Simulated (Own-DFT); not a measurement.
Si12O23 (quartz with two neutral oxygen vacancies, atoms displaced) (calculated)

Computed with Own-DFT development build. A calculation, not a measurement: plane-wave PBE and HSE06 DFT by an unreviewed code, no spin, of a simulated cell at Gamma alone, so results move with cell size and shape, stress positive in tension, energies less offsets, not probed for a lower state with spin; oxygen file: force components 24 meV/angstrom off all-electron in a glass; k mesh not checked against a denser one; forces and stress are PBE's, HSE06 gives the energy alone, and its difference from PBE has offsets of its own; offsets are fitted by least squares, one for each functional and potential file, so energies compare only between cells with the same atoms and settings and are not formation energies; the far tail of each file's local potential was reset to the Coulomb form; each entry is a single point on an unrelaxed cell, so the pressure reflects the starting lattice, mostly measured values (interpolated for alloys), from which strain is counted, and rises with the displacements; printed positions are rounded, which can move forces by about a meV/angstrom; the program, named Own-DFT, is a retired in-house code; no spin-orbit coupling.

Common to all runs: first functional PBE; second functional HSE06; exact exchange share 0.25; screening 0.11 1/bohr; exchange divergence Gygi-Baldereschi; potential files PseudoDojo norm-conserving, scalar-relativistic, made for PBE, standard set; wave cutoff 48 hartree; occupations fixed; k mesh 1 x 1 x 1 centred on Gamma.

(1) 
```xyz
70
Lattice="9.8268 0.0000 0.0000 -4.9134 8.5103 0.0000 0.0000 0.0000 10.8104" Properties=species:S:1:pos:R:3:force_x:R:1:force_y:R:1:force_z:R:1 formula=Si12O23 PBE_energy_of_cell_above_offsets=-14.138 HSE06_less_PBE_above_offsets=0.326 PBE_pressure=9 PBE_stress_xx=-9.7 PBE_stress_yy=-7.81 PBE_stress_zz=-9.49 PBE_stress_yz=2.98 PBE_stress_xz=-0.73 PBE_stress_xy=-1.77
Si     2.3055     0.0298     0.0570      3.139     -1.951     -0.056
Si    -1.0977     2.0562     3.5277     -2.492     -2.424      2.159
Si     1.3078     2.2633     1.8308     -0.492     -0.975     -3.576
O      1.3572     1.0563     0.6365      -2.57      5.079      3.274
O      2.7020     2.5184     2.4594      1.308      1.204     -0.666
O      3.2445     0.5603     4.1766        0.3      1.936     -1.159
O     -1.1511     3.0802     4.7845      1.385      1.051     -0.304
O      0.3472     1.7036     2.9145     -1.245     -0.026      1.212
O      0.7856     3.6780     1.1578      3.788       -3.1        4.9
Si    -2.6690     8.4264     5.2959      5.265       7.99      4.296
Si     8.5963     1.9404     8.9900      3.271     -0.309      2.624
Si     1.2978     2.3105     7.2857     -1.829     -2.138     -4.217
O      1.3781     1.1396     5.9913     -0.341      0.766      1.165
O      2.7316     2.4728     7.8339      3.156      0.444      1.783
O      3.2011     0.6190     9.7033      1.545      1.573     -1.463
O     -0.9811     3.1250    10.1075     -0.272      0.212      0.706
O      0.3155     1.8113     8.4375     -1.095     -0.992      0.404
O      0.7626     3.6600     6.5855      0.169     -0.261      0.319
Si    -0.0298     4.2457     0.0653     -7.076      2.956     -4.345
Si     6.1683     6.2501     3.6777      3.064     -0.923     -3.069
Si    -1.2353     6.5738     1.7911      3.472     -4.072      2.368
O     -1.1255     5.4533     0.6604       1.98     -2.693      -2.16
O      0.3093     6.7601     2.4442     -2.304      0.233     -2.464
O      0.8958     4.8641     4.3811          2       1.06     -3.822
O     -3.4929     7.3204     4.8154     -4.601      -4.67     -1.643
O     -2.1396     5.9805     2.9346      -2.52     -0.113      2.388
O     -1.6413     7.8888     1.2293     -2.015      5.529     -2.621
Si    -0.1224     4.2468     5.3384       -2.1     -2.016      2.969
Si    -3.5455     6.3231     9.0189     -2.063     -0.573      1.853
Si    -1.1483     6.5366     7.2148     -1.448     -0.748     -3.278
O     -1.0453     5.3560     5.9960     -1.558      2.099      1.717
O      0.2966     6.7749     7.7537      3.284     -0.704      3.144
O      0.8854     4.8989     9.7041     -1.493     -4.542      2.448
O     -3.5046     7.4306    10.2457      -1.45     -3.015     -1.863
O     -2.1341     6.0191     8.3964      1.457     -0.267     -0.455
O     -1.6638     7.9150     6.5075     -0.077      -0.83      0.416
Si     2.3882     8.4483    10.7247     -3.307      1.502      10.73
Si     3.7566     2.1145     3.5548      1.416     -4.776      1.646
Si     6.1922     2.2869     1.8128      3.015     -5.409     -1.211
O      6.3269     1.1267     0.6269      0.207      0.458      0.119
O      7.6048     2.4969     2.4866       2.13       0.97     -0.281
O      8.1769     0.6241     4.1638       -0.7     -0.602      1.516
O      3.8651     3.1219     4.7518      0.028      1.919      1.378
O      5.2676     1.8169     2.9629     -3.382     -0.715      2.138
O      5.7484     3.6035     1.2375     -2.583       5.12     -3.481
Si     2.2759     8.5081     5.4904     -4.857      4.737     -6.449
Si     3.7549     2.0383     9.0457     -2.749     -3.743     -2.042
Si     6.1763     2.3022     7.3366     -1.203       0.02     -5.678
O      7.6685     2.4358     7.8418      0.318      0.934     -0.237
O      8.0989     0.4985     9.6694      6.736      5.913     -8.198
O      3.8755     3.1170    10.1052     -0.151      2.858      3.435
O      5.2003     1.8180     8.4772      0.978     -1.051      0.364
Si     4.8655     4.1974    10.7823     -1.739       2.09      2.309
Si     1.2415     6.2499     3.5492       3.83     -0.972      2.211
Si     3.7726     6.5253     1.7950      0.376      0.441     -0.043
O      3.8311     5.4382     0.5883      1.124     -1.685     -0.475
O      5.2524     6.7171     2.4768     -0.778      0.582     -0.828
O      5.7504     4.8520     4.2772     -0.633     -0.858       0.85
O      1.3118     7.2988     4.7514      0.997      2.102      1.552
O      2.8626     6.0247     3.0235     -2.344     -0.303      0.498
O      3.2733     7.9580     1.2001       0.33     -0.827     -0.184
Si     4.7576     4.3400     5.4557      2.342     -5.131     -0.181
Si     1.2703     6.1639     9.0424      3.502      7.906     -4.394
Si     3.6986     6.5461     7.1091      2.808     -0.675      5.463
O      3.8090     5.3458     6.1354     -1.313       0.11     -1.416
O      5.2459     6.7317     7.8846     -2.154      0.703     -2.032
O      5.7099     4.8730     9.6469       1.65      1.041     -1.119
O      1.4245     7.4953    10.1154     -4.544     -6.693     -3.444
O      2.8352     5.9738     8.3500     -2.706       0.37      1.052
O      3.1793     7.8521     6.4762      3.817     -1.125      3.453
```

Units: PBE_energy_of_cell_above_offsets, HSE06_less_PBE_above_offsets in eV; PBE_pressure, PBE_stress_xx, PBE_stress_yy, PBE_stress_zz, PBE_stress_yz, PBE_stress_xz, PBE_stress_xy in GPa; force_x, force_y, force_z in eV/Å.

(2) 
```xyz
70
Lattice="9.8268 0.0000 0.0000 -4.9134 8.5103 0.0000 0.0000 0.0000 10.8104" Properties=species:S:1:pos:R:3:force_x:R:1:force_y:R:1:force_z:R:1 formula=Si12O23 PBE_energy_of_cell_above_offsets=-14.077 HSE06_less_PBE_above_offsets=0.145 PBE_pressure=10.21 PBE_stress_xx=-12.24 PBE_stress_yy=-8.73 PBE_stress_zz=-9.67 PBE_stress_yz=0.81 PBE_stress_xz=2.15 PBE_stress_xy=0.25
Si    -2.5803     8.4734     0.0158     -1.665      3.462      0.367
Si    -1.0894     2.0869     3.5872     -6.946     -4.401      0.949
Si     1.1529     2.3277     1.8093      4.351      2.979     -3.052
O      1.2999     1.2352     0.6658       1.19     -2.896     -2.133
O      2.7804     2.5600     2.3946     -3.147      0.078      -1.52
O      3.2964     0.6717     4.3706      0.451      1.554     -2.478
O     -1.0687     3.0045     4.8010      1.078      4.285      3.419
O      0.1870     1.7902     2.8784      3.441     -1.818      0.232
Si     2.2816     0.0471     5.4042     -0.268     -1.416     -2.969
Si     8.6068     1.9750     9.0488      4.072      8.757      -4.16
Si     1.2811     2.1748     7.2644      6.482      2.957     -5.318
O      1.3285     1.0976     6.0475     -1.375      1.661       1.18
O      2.8480     2.5312     7.8978     -5.664      1.187     -4.363
O      3.2441     0.6765     9.6879     -0.752     -1.407      0.344
O     -1.1034     3.2140    10.1743     -0.616     -1.525     -1.333
O      0.3264     1.7342     8.2661     -7.141     -1.852      6.952
O      0.7918     3.5708     6.5327      1.754      -0.72      2.204
Si    -0.1402     4.2594     0.1214      1.181      1.001      1.753
Si    -3.5739     6.2788     3.6059     -1.682     -2.112     -1.632
Si    -1.1643     6.4402     1.7981      0.021     -0.087     -2.448
O      0.2137     6.8160     2.4608      1.217      0.182      0.042
O      0.8043     4.9316     4.1873     -2.471     -4.164      2.669
O     -3.5730     7.3510     4.6973      0.648      3.365      2.559
O     -2.1800     5.9424     2.9231      0.457     -0.661      0.059
O     -1.7265     7.9287     1.2385      0.716     -1.521       0.48
Si    -0.1024     4.1981     5.4574      -2.17      3.345     -3.522
Si     6.1975     6.2570     9.0082     -0.584      1.258     -0.066
Si    -1.1550     6.4896     7.1738     -1.519      5.672      4.003
O     -1.0954     5.4878     6.0987      1.568     -7.604     -6.059
O      0.3029     6.7418     7.7864      0.803     -0.071      1.042
O      0.7992     4.9260     9.6411     -2.044     -4.801      2.948
O     -3.5982     7.3784    10.2026     -0.242     -0.662     -0.533
O     -2.2074     6.0473     8.3936      2.121     -0.104     -0.914
O     -1.7337     7.8755     6.4503      2.071     -2.434      3.798
Si     2.3042     8.4339    10.7486      1.852      1.057      0.906
Si     3.7809     2.0943     3.5382     -0.791     -3.042      1.255
Si     6.2091     2.3383     1.7441      1.678     -8.666      3.057
O      6.3127     1.0208     0.5679     -1.555        3.7      2.521
O      7.6646     2.4515     2.4537      0.059       0.59     -0.469
O      8.2029     0.5901     4.3059      3.089      2.925     -3.872
O      3.8194     3.1370     4.6720      1.092      4.305      3.989
O      5.2371     1.8023     3.0108      1.971     -0.227     -2.282
O      5.7543     3.6126     1.2031     -3.282      7.648     -5.145
Si     2.4000     8.4704     5.3650     -5.454       0.19      0.796
Si     3.7750     2.0210     8.9722     -1.129     -1.099      4.966
Si     6.2215     2.2769     7.2740     -3.375     -3.807     -3.634
O      6.2848     1.1535     5.9821      0.766      0.048      1.656
O      7.5943     2.5785     7.8510      4.731      0.267      2.803
O      8.1039     0.7366     9.5728     -2.877     -8.343      3.562
O      3.9667     3.0454    10.1931     -0.646      1.156      0.558
O      5.1328     1.7597     8.3892      5.717     -0.869     -2.614
O      5.7165     3.5879     6.5493     -0.336      1.631      0.296
Si     4.7441     4.3561    10.6865     -0.627       -5.5      5.271
Si     1.2939     6.2566     3.5298      -3.21      2.291       1.53
Si     3.8422     6.5373     1.7884     -4.361      -0.52     -0.159
O      3.8293     5.3499     0.6421     -1.187      1.789      1.032
O      5.2230     6.7513     2.4010      2.945      0.275      1.277
O      5.6650     4.9097     4.2150     -0.185     -0.541      1.099
O      1.3791     7.3019     4.7245      0.845      2.143      1.935
O      2.6779     6.1400     2.9684       6.39     -0.611     -4.066
O      3.3412     7.9146     1.0940      0.014     -0.221      -0.73
Si     4.7849     4.3572     5.5171       2.63     -7.075     -6.781
Si     1.3091     6.1601     8.9554      1.012      5.228     -1.741
Si     3.8143     6.5306     7.1972     -3.022      0.607     -2.187
O      3.9044     5.3961     6.0590     -4.086      4.239      2.242
O      5.2003     6.6923     7.7971      3.652      0.851      2.018
O      5.6217     4.8669     9.5835      2.919       1.71     -3.069
O      1.3828     7.3321    10.1486     -0.613     -1.992     -1.716
O      2.7727     6.0357     8.2682     -1.143     -0.919      1.669
O      3.2767     7.8914     6.5360      1.181     -0.702      1.529
```

Units: PBE_energy_of_cell_above_offsets, HSE06_less_PBE_above_offsets in eV; PBE_pressure, PBE_stress_xx, PBE_stress_yy, PBE_stress_zz, PBE_stress_yz, PBE_stress_xz, PBE_stress_xy in GPa; force_x, force_y, force_z in eV/Å.

(3) 
```xyz
70
Lattice="9.8268 0.0000 0.0000 -4.9134 8.5103 0.0000 0.0000 0.0000 10.8104" Properties=species:S:1:pos:R:3:force_x:R:1:force_y:R:1:force_z:R:1 formula=Si12O23 PBE_energy_of_cell_above_offsets=-17.611 HSE06_less_PBE_above_offsets=0.408 PBE_pressure=7.05 PBE_stress_xx=-5.87 PBE_stress_yy=-7.95 PBE_stress_zz=-7.33 PBE_stress_yz=-1.58 PBE_stress_xz=0.92 PBE_stress_xy=-0.33
Si     2.2576     0.0239    10.7466      0.161      0.154       3.46
Si    -1.0472     1.8826     3.5240     -0.422      0.651      0.184
Si     1.3074     2.2598     1.8309     -3.637      0.474     -0.913
O      1.2853     1.1082     0.6091      -0.12      1.624       1.49
O      2.7256     2.5836     2.4796      0.449      0.048     -0.625
O      3.2826     0.6800     4.2169     -2.983     -4.238      2.594
O     -1.0659     3.0816     4.7242      1.434      0.554     -0.019
O      0.7721     3.7356     1.1574      0.786     -2.184      1.211
Si    -2.6503     8.4901     5.4050      1.616      1.939     -0.654
Si    -1.1200     2.0257     9.0117     -6.512      -2.07      0.708
Si     1.2252     2.2059     7.1581      2.091      9.018      8.082
O      1.3551     1.2435     6.1069      1.732     -8.919     -8.154
O      2.8303     2.5743     7.8929     -3.941     -0.782     -2.149
O      3.1286     0.6717     9.6630      1.779     -0.033     -1.984
O     -1.0565     3.1230    10.0932     -1.191      0.863       1.59
O      0.1704     1.7738     8.3280      5.919     -1.252      -2.97
O      0.8448     3.6997     6.5750     -0.073     -0.641     -0.135
Si    -0.2634     4.2369     0.0306       4.04      1.109     -0.894
Si    -3.5806     6.2653     3.6200     -1.829     -2.347     -3.916
Si    -1.1744     6.5696     1.7734      -0.59     -1.375      0.509
O     -1.0826     5.3993     0.6603     -1.733      1.202      0.291
O      0.2434     6.7067     2.4844      0.652      1.017     -0.788
O      0.7711     4.8922     4.2164      1.235     -0.482     -1.544
O     -3.5447     7.3457     4.7018      0.033      3.717      3.541
O     -2.1418     6.0628     2.9871      0.961      0.151     -0.823
O     -1.6547     7.8929     1.0632     -0.158      1.137      -0.02
Si    -0.0676     4.3220     5.3609     -3.695     -3.452      2.752
Si    -3.6318     6.3139     8.9580      2.075     -0.883      3.372
Si    -1.2051     6.5133     7.2116      0.755     -0.695     -1.453
O     -1.0813     5.3600     6.1056     -0.384     -0.476     -1.275
O      0.2336     6.7181     7.7525       4.31      0.294      3.045
O      0.8252     4.8685     9.6899     -1.334     -0.586      0.671
O     -3.5674     7.4149    10.2155     -1.953     -3.273     -2.578
O     -2.0982     6.0750     8.4220     -2.512     -0.425      1.612
O     -1.6352     7.8971     6.5357     -1.588       1.28     -0.913
Si     7.2019     0.0148     0.0810      1.732     -1.683     -1.519
Si     3.7471     1.9832     3.5534      3.712      2.404     -0.114
Si     6.1945     2.2449     1.7218      1.752     -1.858      3.674
O      6.2666     1.1456     0.5864     -1.524      0.446      0.197
O      7.6837     2.4685     2.3713      1.168     -0.725      0.514
O      3.8416     3.0545     4.7625     -0.073      1.279      0.234
O      5.3292     1.7651     3.0249     -2.116     -0.153     -0.343
O      5.7260     3.5655     1.1596      -2.37      4.951     -3.331
Si     7.3172     0.0030     5.4371     -1.068      1.002      -2.99
Si     3.7857     1.9350     8.9850     -1.665      3.445      1.689
Si     6.2897     2.2567     7.2744     -3.664      -0.66     -3.726
O      6.3369     1.1756     5.9862      0.096      0.077      1.233
O      7.6664     2.5949     7.8253      3.519      0.038      2.411
O      8.1043     0.6169     9.6789      0.916      1.311     -0.926
O      3.8249     3.1507    10.1895     -0.356     -1.885     -1.172
O      5.1762     1.7804     8.3369      2.673     -1.368     -0.017
O      5.6449     3.5702     6.5936     -0.496      1.536     -0.841
Si     4.7815     4.2993    10.7054     -2.172     -0.897      5.859
Si     1.2494     6.2551     3.6096      3.573      0.306     -1.154
Si     3.7340     6.4902     1.8727      1.013      1.454     -2.161
O      3.8452     5.4577     0.6982      0.942      -2.88     -2.858
O      5.1758     6.7240     2.4345      3.207      0.487      1.847
O      5.7791     4.8656     4.2239     -1.491     -1.083      1.696
O      1.3880     7.2897     4.7971      1.017       2.13      1.428
O      2.8550     5.9787     3.0209     -4.693     -0.579      3.048
O      3.3007     7.8971     1.1862     -1.046      0.709       0.01
Si     4.7274     4.2666     5.3931      2.697     -2.801     -0.768
Si     1.2818     6.2508     9.0396      -0.47      0.812     -1.267
Si     3.7357     6.4683     7.1903      0.661      0.947      1.178
O      3.8030     5.3404     6.0770     -0.671      0.943     -0.408
O      5.2448     6.7772     7.8392     -2.273       0.62     -2.501
O      5.6695     4.8983     9.6238       2.55      2.067     -2.822
O      1.3011     7.4381    10.1986     -0.075     -1.272     -0.936
O      2.7618     5.9496     8.3413     -1.119      0.377      1.041
O      3.2593     7.9209     6.6480      0.743     -0.612      0.501
```

Units: PBE_energy_of_cell_above_offsets, HSE06_less_PBE_above_offsets in eV; PBE_pressure, PBE_stress_xx, PBE_stress_yy, PBE_stress_zz, PBE_stress_yz, PBE_stress_xz, PBE_stress_xy in GPa; force_x, force_y, force_z in eV/Å.
